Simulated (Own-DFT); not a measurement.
# Strain and stress in wurtzite AlGaN with randomly placed atoms, 72 atoms (Al9Ga27N36)

These are calculations, not measurements. The program, named Own-DFT, is a retired in-house plane-wave density functional code that no person has reviewed. Each row is one single-point run on a periodic cell that was not relaxed, without spin or spin-orbit coupling.

Settings of every run: PBE; PseudoDojo norm-conserving scalar-relativistic files (stringent for Ga); cutoff 96 hartree; 4 x 4 x 3 k mesh centred on Gamma; Gaussian smearing of 0.01 eV.

Known limits: forces on such cells passed a denser k mesh, each cell not checked; stress not checked against mesh or cutoff.

Unstrained cell vectors in Å: (9.509, 0.000, 0.000); (-4.755, 8.235, 0.000); (0.000, 0.000, 10.268). The unstrained cell has measured lattice constants (interpolated for alloys), not those of this functional. That, the random moves and any unrelaxed bonds set the pressure at no strain. Each run strains this cell uniformly, with the atoms carried along. Every atom was also moved at random, by a Gaussian of width 0.05 Å on each axis. The random placing of the alloy's atoms differs from row to row. Strain is the symmetric tensor, in per cent. Stress is positive in tension, and the pressure is minus a third of its trace.

```
run,e_xx (%),e_yy (%),e_zz (%),s_xx (GPa),s_yy (GPa),s_zz (GPa),P (GPa),E (meV/atom)
1,0.00,0.00,0.75,-6.43,-5.38,-3.77,5.19,1.7
2,0.00,0.00,2.25,-5.13,-5.51,1.67,2.99,15.7
3,0.00,0.00,1.25,-5.94,-6.35,-1.17,4.49,0.0
4,0.00,0.00,2.75,-3.75,-5.54,3.65,1.88,7.5
5,0.00,0.00,-2.00,-8.79,-7.47,-17.94,11.40,33.5
6,0.00,0.00,3.00,-5.24,-4.36,4.61,1.66,8.9
7,0.00,0.00,-1.75,-7.77,-8.73,-15.82,10.77,28.4
8,0.00,0.00,2.00,-6.08,-7.47,2.14,3.80,27.0
9,0.00,0.00,1.50,?,?,?,?,?
```

E is the free energy for each atom above the lowest run shown.

## Worked fit

The change of volume is close to e_xx + e_yy + e_zz. A straight line through the runs shown gives P = 7.28 - 194 x (fractional change of volume) GPa, with an error of 7 on the slope and a scatter of 0.37 GPa. The strain isn't the same on all axes and the cell isn't cubic, so the slope belongs to this path and is not the bulk modulus.

## Withheld run

Question: what pressure should run 9 give? Its volume changes by 1.50 %.

The line gives 4.4 GPa. The calculation gave 4.32 GPa.
